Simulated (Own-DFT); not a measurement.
# Computed records: Hf$_{31}$O$_{64}$ (monoclinic hafnia with one vacancy, atoms displaced)

Computed with Own-DFT development build. A calculation, not a measurement: plane-wave density functional theory by an unreviewed code, no spin, of a simulated periodic cell, stress positive in tension, run twice, with PBE and with PBEsol, both on files made for PBE, so the change isn't that of files made for PBEsol, defect cell not probed for a lower state with spin; a neutral cation vacancy leaves holes that likely carry spin, which this run leaves out; hafnium file: forces about 75 meV/angstrom off all-electron values; oxygen file: force components 24 meV/angstrom off all-electron in one glass; forces on such cells passed a denser k mesh, this cell's mesh not checked; the far tail of each file's local potential was reset to the Coulomb form; each entry is a single point on an unrelaxed cell, so the pressure reflects the starting lattice, mostly measured values (interpolated for alloys), from which strain is counted, and rises with the displacements; printed positions are rounded, which can move forces by about a meV/angstrom; the program, named Own-DFT, is a retired in-house code; no spin-orbit coupling; stress was not checked against mesh or cutoff.

```json
{"formula": "Hf31O64", "kind": "monoclinic hafnia with one vacancy, atoms displaced", "structure": {"cell_angstrom": [[10.234, 0.0, 0.0], [0.0, 10.35, 0.0], [-1.6955, 0.0, 10.4453]], "atoms_fractional": [["Hf", 0.14057, 0.02014, 0.10442], ["Hf", 0.36291, 0.27459, 0.14875], ["Hf", 0.36081, 0.47765, 0.39152], ["Hf", 0.13921, 0.22787, 0.35543], ["O", 0.04269, 0.16168, 0.17777], ["O", 0.46361, 0.42169, 0.07692], ["O", 0.45953, 0.33397, 0.3229], ["O", 0.03847, 0.08023, 0.42214], ["O", 0.22174, 0.38357, 0.23935], ["O", 0.27739, 0.13522, 0.0089], ["O", 0.28133, 0.12137, 0.2599], ["O", 0.22477, 0.36665, 0.49093], ["Hf", 0.13933, 0.02458, 0.60644], ["Hf", 0.36006, 0.26638, 0.64495], ["Hf", 0.36665, 0.48149, 0.89997], ["Hf", 0.13746, 0.22794, 0.85705], ["O", 0.04193, 0.16676, 0.67312], ["O", 0.46181, 0.4198, 0.58092], ["O", 0.46506, 0.33297, 0.829], ["O", 0.03716, 0.08851, 0.92056], ["O", 0.22572, 0.38303, 0.74289], ["O", 0.27212, 0.13346, 0.51418], ["O", 0.27307, 0.11773, 0.76027], ["O", 0.22507, 0.37079, 0.99378], ["Hf", 0.13673, 0.51608, 0.10132], ["Hf", 0.36362, 0.76758, 0.14271], ["Hf", 0.3739, 0.98199, 0.39607], ["Hf", 0.14293, 0.72777, 0.35696], ["O", 0.04125, 0.66653, 0.17974], ["O", 0.46377, 0.9195, 0.07646], ["O", 0.4656, 0.83259, 0.327], ["O", 0.03479, 0.58415, 0.42109], ["O", 0.22779, 0.87888, 0.2392], ["O", 0.27471, 0.62734, 0.00766], ["O", 0.27295, 0.62195, 0.25345], ["O", 0.22411, 0.87699, 0.4842], ["Hf", 0.14026, 0.51717, 0.6007], ["Hf", 0.36527, 0.77178, 0.64652], ["Hf", 0.36283, 0.97601, 0.89603], ["Hf", 0.13934, 0.73313, 0.86007], ["O", 0.04006, 0.6668, 0.67333], ["O", 0.46615, 0.92384, 0.57766], ["O", 0.46065, 0.83029, 0.82675], ["O", 0.03347, 0.58058, 0.92507], ["O", 0.21593, 0.8823, 0.73701], ["O", 0.27352, 0.63301, 0.5105], ["O", 0.27496, 0.62183, 0.75941], ["O", 0.22414, 0.86831, 0.98664], ["Hf", 0.64094, 0.01684, 0.10809], ["Hf", 0.85353, 0.26442, 0.14195], ["Hf", 0.86117, 0.47588, 0.394], ["Hf", 0.63674, 0.23062, 0.35552], ["O", 0.54178, 0.1661, 0.17508], ["O", 0.96254, 0.41457, 0.07928], ["O", 0.96339, 0.33215, 0.32649], ["O", 0.53853, 0.08224, 0.42634], ["O", 0.72549, 0.37621, 0.23967], ["O", 0.78213, 0.12525, 0.00999], ["O", 0.77778, 0.12494, 0.26034], ["O", 0.72765, 0.37416, 0.49376], ["Hf", 0.64375, 0.02301, 0.60497], ["Hf", 0.86255, 0.47931, 0.89705], ["Hf", 0.64091, 0.22696, 0.85538], ["O", 0.54031, 0.16797, 0.67634], ["O", 0.96473, 0.41591, 0.5743], ["O", 0.96292, 0.33348, 0.82702], ["O", 0.53936, 0.08103, 0.92159], ["O", 0.72599, 0.38129, 0.73867], ["O", 0.77532, 0.12808, 0.511], ["O", 0.77491, 0.11756, 0.76252], ["O", 0.72529, 0.37147, 0.99236], ["Hf", 0.63071, 0.51814, 0.10179], ["Hf", 0.86474, 0.77362, 0.15028], ["Hf", 0.85852, 0.98082, 0.39763], ["Hf", 0.64084, 0.72898, 0.35001], ["O", 0.53673, 0.66653, 0.17371], ["O", 0.96015, 0.91592, 0.07813], ["O", 0.96375, 0.83453, 0.32524], ["O", 0.53757, 0.58765, 0.42547], ["O", 0.72551, 0.88193, 0.23991], ["O", 0.77397, 0.627, 0.01172], ["O", 0.7761, 0.62081, 0.25624], ["O", 0.72475, 0.87408, 0.48974], ["Hf", 0.63486, 0.51537, 0.60673], ["Hf", 0.86406, 0.76972, 0.64714], ["Hf", 0.86202, 0.98438, 0.89623], ["Hf", 0.63577, 0.72757, 0.85471], ["O", 0.54103, 0.66194, 0.67838], ["O", 0.96639, 0.90999, 0.57403], ["O", 0.96208, 0.83632, 0.82961], ["O", 0.53683, 0.58658, 0.92106], ["O", 0.72034, 0.87965, 0.73982], ["O", 0.77128, 0.62785, 0.5116], ["O", 0.77756, 0.62023, 0.75754], ["O", 0.72417, 0.86934, 0.9888]]}, "settings": {"functional": "PBE, then PBEsol", "potential_files": "PseudoDojo norm-conserving, scalar-relativistic, standard set", "wave_cutoff [hartree]": 72.0, "occupations": "Fermi-Dirac", "smearing_width [eV]": 0.1, "k_mesh": "2 x 2 x 2 centred on Gamma"}, "results": {"PBE_pressure [GPa]": 4.01, "PBE_stress_xx [GPa]": -4.03, "PBE_stress_yy [GPa]": -3.92, "PBE_stress_zz [GPa]": -4.09, "PBE_stress_yz [GPa]": -0.11, "PBE_stress_xz [GPa]": -0.34, "PBE_stress_xy [GPa]": -0.86, "PBEsol_pressure [GPa]": -2.31, "PBEsol_stress_xx [GPa]": 2.3, "PBEsol_stress_yy [GPa]": 2.37, "PBEsol_stress_zz [GPa]": 2.27, "PBEsol_stress_yz [GPa]": -0.11, "PBEsol_stress_xz [GPa]": 0.02, "PBEsol_stress_xy [GPa]": -0.84, "force_element": ["Hf", "Hf", "Hf", "Hf", "O", "O", "O", "O", "O", "O", "O", "O", "Hf", "Hf", "Hf", "Hf", "O", "O", "O", "O", "O", "O", "O", "O", "Hf", "Hf", "Hf", "Hf", "O", "O", "O", "O", "O", "O", "O", "O", "Hf", "Hf", "Hf", "Hf", "O", "O", "O", "O", "O", "O", "O", "O", "Hf", "Hf", "Hf", "Hf", "O", "O", "O", "O", "O", "O", "O", "O", "Hf", "Hf", "Hf", "O", "O", "O", "O", "O", "O", "O", "O", "Hf", "Hf", "Hf", "Hf", "O", "O", "O", "O", "O", "O", "O", "O", "Hf", "Hf", "Hf", "Hf", "O", "O", "O", "O", "O", "O", "O", "O"], "PBE_force_x [eV/angstrom]": [-0.12, -0.483, 0.073, -0.791, -0.999, -0.486, 0.753, -0.4, 0.279, 0.106, 0.127, 0.272, -0.765, 0.599, -1.114, -0.266, 0.173, -0.696, 0.069, -0.641, 0.231, 0.805, 0.792, 0.123, -0.549, -0.668, -2.085, -0.479, -0.759, -0.055, 0.39, -0.102, 0.051, 0.26, 0.954, 0.554, -0.805, -0.415, 0.223, -0.621, -0.565, -0.546, -0.043, 0.531, 0.899, 0.644, 0.43, 0.243, -0.13, 1.436, -0.219, 1.691, -0.891, 0.306, 0.631, 0.306, -0.701, -0.599, -0.065, -1.108, 1.139, -0.631, 0.872, -1.147, 0.874, 0.495, -0.546, -1.004, -0.373, -0.519, -0.514, 2.807, 0.097, 0.849, 0.11, -0.437, 1.444, 0.267, -1.164, -0.304, 0.085, -0.276, -0.207, 2.158, -0.471, -0.473, 2.0, -1.616, 0.245, 0.743, -0.962, 0.297, 0.677, 0.033, -0.339], "PBE_force_y [eV/angstrom]": [0.014, -1.274, 1.147, -0.409, 0.432, -0.717, 0.049, 0.205, -0.714, -0.928, 0.329, 0.9, -0.758, 0.911, -0.431, 1.274, 0.252, -0.55, 0.032, -1.247, -0.511, -0.521, 0.45, 0.265, 0.78, 0.498, -0.921, 1.041, -0.092, -0.41, -0.155, -0.169, 0.057, 0.254, -0.403, -0.371, 0.063, 0.041, 1.129, -1.204, 0.02, -0.945, 0.127, 0.806, -0.892, -0.43, 0.381, 0.707, 0.431, 0.895, -0.136, 0.126, 0.435, -0.336, -0.318, 1.019, 0.203, 0.233, -0.481, 0.044, 0.912, -0.4, 0.394, 0.243, 0.682, 0.429, -0.384, 0.027, -0.608, -0.508, -0.493, 0.776, -1.32, 0.684, -0.281, 0.095, 0.895, -0.01, -0.682, -0.241, 0.152, -0.13, -0.607, -0.437, -0.417, -0.538, 0.703, 1.118, 0.456, -0.578, -0.907, -0.387, 0.571, 0.24, 0.321], "PBE_force_z [eV/angstrom]": [0.357, -1.078, 1.147, 0.034, -0.73, 0.521, 0.848, -0.224, 0.381, 0.438, 0.2, -0.441, -0.922, 1.155, -2.123, -1.687, 0.308, -0.733, 0.302, 0.918, -0.161, -0.628, 0.467, -0.062, 0.391, 0.773, -0.159, -0.348, -1.001, 0.353, -0.231, 0.041, -0.676, 0.301, 0.875, 0.477, 1.017, -0.428, -0.333, -1.907, -0.009, 0.475, 0.178, -0.276, 0.625, -0.294, 0.401, 0.659, -1.219, 1.006, 1.233, 1.443, -0.328, 0.134, -0.188, -0.774, -0.246, 0.553, 0.019, -1.729, 1.243, -1.383, -1.465, -0.594, -0.148, 1.051, 0.327, 1.338, -1.285, 0.65, -0.092, 0.601, -0.829, 0.709, 1.493, -0.431, 0.035, 0.535, -0.806, 0.189, -0.101, 0.516, -0.319, -0.064, -0.141, -1.0, -0.09, -0.484, 0.114, -0.029, 0.577, -0.067, -0.344, 0.848, 0.35], "PBEsol_force_x [eV/angstrom]": [-0.113, -0.494, 0.065, -0.771, -0.947, -0.474, 0.71, -0.372, 0.35, 0.028, 0.061, 0.33, -0.74, 0.569, -1.088, -0.257, 0.35, -0.681, 0.054, -0.615, 0.296, 0.714, 0.709, 0.183, -0.522, -0.666, -2.022, -0.463, -0.729, -0.059, 0.375, -0.075, 0.11, 0.198, 0.865, 0.598, -0.801, -0.412, 0.218, -0.587, -0.548, -0.541, -0.051, 0.526, 0.936, 0.559, 0.364, 0.304, -0.119, 1.361, -0.216, 1.678, -0.856, 0.299, 0.606, 0.292, -0.617, -0.637, -0.123, -1.061, 1.133, -0.619, 0.86, -1.117, 0.94, 0.518, -0.528, -1.012, -0.498, -0.647, -0.437, 2.752, 0.091, 0.802, 0.105, -0.424, 1.395, 0.244, -1.122, -0.234, 0.012, -0.34, -0.134, 2.124, -0.46, -0.497, 1.958, -1.57, 0.218, 0.725, -0.937, 0.355, 0.596, -0.035, -0.272], "PBEsol_force_y [eV/angstrom]": [0.074, -1.198, 1.063, -0.456, 0.419, -0.674, 0.037, 0.2, -0.695, -0.909, 0.332, 0.882, -0.669, 0.933, -0.466, 1.185, 0.163, -0.527, 0.026, -1.225, -0.498, -0.496, 0.443, 0.272, 0.796, 0.526, -0.955, 0.964, -0.07, -0.392, -0.157, -0.173, 0.049, 0.248, -0.387, -0.371, 0.095, 0.076, 1.056, -1.212, 0.043, -0.909, 0.111, 0.766, -0.87, -0.418, 0.382, 0.682, 0.462, 0.92, -0.188, 0.069, 0.435, -0.309, -0.32, 0.97, 0.179, 0.224, -0.457, 0.114, 0.931, -0.447, 0.324, 0.248, 0.815, 0.454, -0.389, 0.103, -0.714, -0.577, -0.482, 0.808, -1.232, 0.629, -0.325, 0.107, 0.884, -0.03, -0.681, -0.237, 0.14, -0.11, -0.578, -0.391, -0.366, -0.553, 0.633, 1.11, 0.458, -0.578, -0.902, -0.379, 0.562, 0.242, 0.328], "PBEsol_force_z [eV/angstrom]": [0.342, -1.024, 1.137, 0.017, -0.666, 0.451, 0.766, -0.167, 0.367, 0.431, 0.193, -0.432, -0.906, 1.146, -2.046, -1.673, 0.389, -0.767, 0.249, 0.941, -0.169, -0.597, 0.447, -0.041, 0.361, 0.786, -0.123, -0.37, -0.916, 0.289, -0.277, 0.083, -0.671, 0.296, 0.854, 0.461, 0.964, -0.377, -0.3, -1.89, 0.038, 0.397, 0.119, -0.212, 0.618, -0.29, 0.395, 0.629, -1.215, 1.008, 1.247, 1.374, -0.26, 0.076, -0.226, -0.712, -0.247, 0.547, 0.001, -1.772, 1.194, -1.326, -1.468, -0.525, -0.28, 1.103, 0.368, 1.353, -1.355, 0.707, -0.074, 0.556, -0.773, 0.725, 1.438, -0.373, -0.004, 0.462, -0.753, 0.179, -0.107, 0.507, -0.316, -0.074, -0.119, -0.967, -0.117, -0.414, 0.072, -0.074, 0.615, -0.07, -0.335, 0.828, 0.348], "rms_change_of_force_components_from_PBE_to_PBEsol [eV/angstrom]": 0.045}}
```
